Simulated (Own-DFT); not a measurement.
# Computed records: GaAs (zincblende with one plane slipped along a stacking-fault path, atoms displaced)

All values are calculated (Own-DFT development build). A calculation, not a measurement: plane-wave PBE density functional theory by an unreviewed code, no spin, of a simulated periodic cell, stress positive in tension, free energy of the whole cell less one offset for each atom, forces on such cells passed a denser k mesh, this cell's mesh not checked; offsets are fitted by least squares, one for each functional and potential file, so energies compare only between cells with the same atoms and settings and are not formation energies; the far tail of each file's local potential was reset to the Coulomb form; each entry is a single point on an unrelaxed cell, so the pressure reflects the starting lattice, mostly measured values (interpolated for alloys), from which strain is counted, and rises with the displacements; printed positions are rounded, which can move forces by about a meV/angstrom; the program, named Own-DFT, is a retired in-house code; no spin-orbit coupling.

GaAs (zincblende with one plane slipped along a stacking-fault path, atoms displaced)

```
GaAs
1.0
      5.6533    -5.6533     0.0000
      0.0000     5.6533    -5.6533
     11.7777    11.7777    10.3644
Ga As Ga As Ga As Ga As Ga As Ga As Ga As Ga As Ga As Ga As Ga As Ga As Ga As Ga As Ga As Ga As Ga As Ga As Ga As Ga As Ga As Ga As Ga As Ga As
1 1 1 1 1 1 1 1 1 1 1 1 1 1 1 1 1 1 1 1 1 1 1 1 1 1 1 1 1 1 1 1 1 1 1 1 1 1 1 1 1 1 1 1 1 1 1 1
Direct
  0.00132 0.00080 0.99814
  0.99668 0.97588 0.12642
  0.14105 0.30202 0.16840
  0.14591 0.28763 0.29494
  0.32466 0.10907 0.32807
  0.28773 0.07867 0.45816
  0.03936 0.07391 0.49532
  0.04004 0.06537 0.62265
  0.19204 0.37760 0.66387
  0.18396 0.37181 0.79174
  0.33956 0.20199 0.83306
  0.33980 0.17362 0.95753
  0.00690 0.50061 0.00204
  0.98590 0.48166 0.12319
  0.15974 0.80986 0.16796
  0.15223 0.78572 0.29401
  0.30556 0.60502 0.32840
  0.29412 0.58988 0.45756
  0.05722 0.57696 0.49855
  0.02878 0.55576 0.61813
  0.18208 0.88265 0.66459
  0.18464 0.87323 0.78867
  0.34443 0.69483 0.83355
  0.32889 0.66955 0.95927
  0.48726 0.98874 0.00336
  0.48861 0.97985 0.12754
  0.64831 0.30402 0.16854
  0.63698 0.28788 0.28925
  0.79970 0.10451 0.33585
  0.78671 0.08722 0.45958
  0.53901 0.08299 0.49967
  0.54276 0.05956 0.62839
  0.69805 0.38526 0.67128
  0.67853 0.36217 0.78709
  0.84960 0.18839 0.83585
  0.84766 0.16744 0.95734
  0.50861 0.50259 0.00552
  0.48285 0.46505 0.12550
  0.67310 0.79834 0.16574
  0.64764 0.80498 0.29572
  0.80979 0.61421 0.33651
  0.80039 0.60175 0.45644
  0.53776 0.58528 0.50488
  0.51885 0.55385 0.62089
  0.69344 0.89420 0.67067
  0.68822 0.86197 0.78957
  0.85017 0.70788 0.83553
  0.83018 0.66667 0.96078
```

* functional: PBE
* potential files: PseudoDojo norm-conserving, scalar-relativistic, standard set
* wave cutoff: 42 hartree
* occupations: Fermi-Dirac
* smearing width: 0.1 eV
* hardware: one NVIDIA H100
* k mesh: 4 x 4 x 2 centred on Gamma
* free energy of cell above offsets: -10.664 eV
* pressure: 6.31 GPa
* stress xx: -6.73 GPa
* stress yy: -7.76 GPa
* stress zz: -4.44 GPa
* stress yz: -1.2 GPa
* stress xz: -0.6 GPa
* stress xy: 2.08 GPa
* wall time: 814 s

Force:
| element | x (eV/Å) | y (eV/Å) | z (eV/Å) |
| --- | --- | --- | --- |
| Ga | 0.659 | -0.456 | 0.682 |
| As | -0.12 | -0.234 | -0.889 |
| Ga | 0.236 | 0.067 | -0.002 |
| As | -0.763 | -0.89 | 0.751 |
| Ga | -0.507 | 1.897 | 0.764 |
| As | -1.093 | -3.005 | -2.062 |
| Ga | 0.545 | 2.736 | 1.771 |
| As | -1.206 | 0.106 | 0.54 |
| Ga | 0.237 | 0.995 | -0.418 |
| As | -0.642 | -0.044 | -0.363 |
| Ga | 0.35 | -0.805 | 0.208 |
| As | 0.233 | 0.209 | -0.104 |
| Ga | -1.053 | -0.111 | 0.165 |
| As | 0.474 | 0.432 | 0.493 |
| Ga | 0.008 | -0.066 | 0.621 |
| As | -1.077 | -0.047 | 0.106 |
| Ga | 1.123 | 0.673 | -0.07 |
| As | -0.111 | -5.165 | -2.779 |
| Ga | -2.28 | 5.019 | 1.779 |
| As | 0.811 | 0.883 | 0.848 |
| Ga | 0.622 | -0.929 | -0.005 |
| As | 0.217 | 0.3 | 0.375 |
| Ga | 0.117 | 0.046 | -0.351 |
| As | 0.689 | -0.778 | -0.138 |
| Ga | 0.44 | -0.376 | -0.663 |
| As | 0.567 | -0.982 | 0.24 |
| Ga | -0.095 | -0.711 | -0.263 |
| As | 1.808 | -0.615 | -0.481 |
| Ga | 0.906 | 1.041 | -1.413 |
| As | -0.611 | -2.275 | -1.661 |
| Ga | 1.646 | 2.564 | 1.841 |
| As | -1.455 | 0.832 | -0.554 |
| Ga | -1.292 | -0.876 | -1.418 |
| As | 1.79 | 1.455 | 0.942 |
| Ga | -0.762 | -0.101 | -0.576 |
| As | -0.605 | 1.71 | 0.066 |
| Ga | -1.327 | -0.101 | -0.149 |
| As | 0.31 | 1.018 | -0.034 |
| Ga | -0.712 | 1.344 | 0.447 |
| As | -1.22 | -2.242 | 1.118 |
| Ga | -0.557 | 0.021 | -0.644 |
| As | 0.133 | -0.76 | -0.66 |
| Ga | 1.016 | -0.399 | 0.5 |
| As | 2.183 | 0.681 | 0.766 |
| Ga | -0.181 | -1.812 | -0.004 |
| As | 0.061 | 1.429 | 0.236 |
| Ga | 0.013 | -1.177 | 0.912 |
| As | 0.476 | -0.5 | -0.468 |
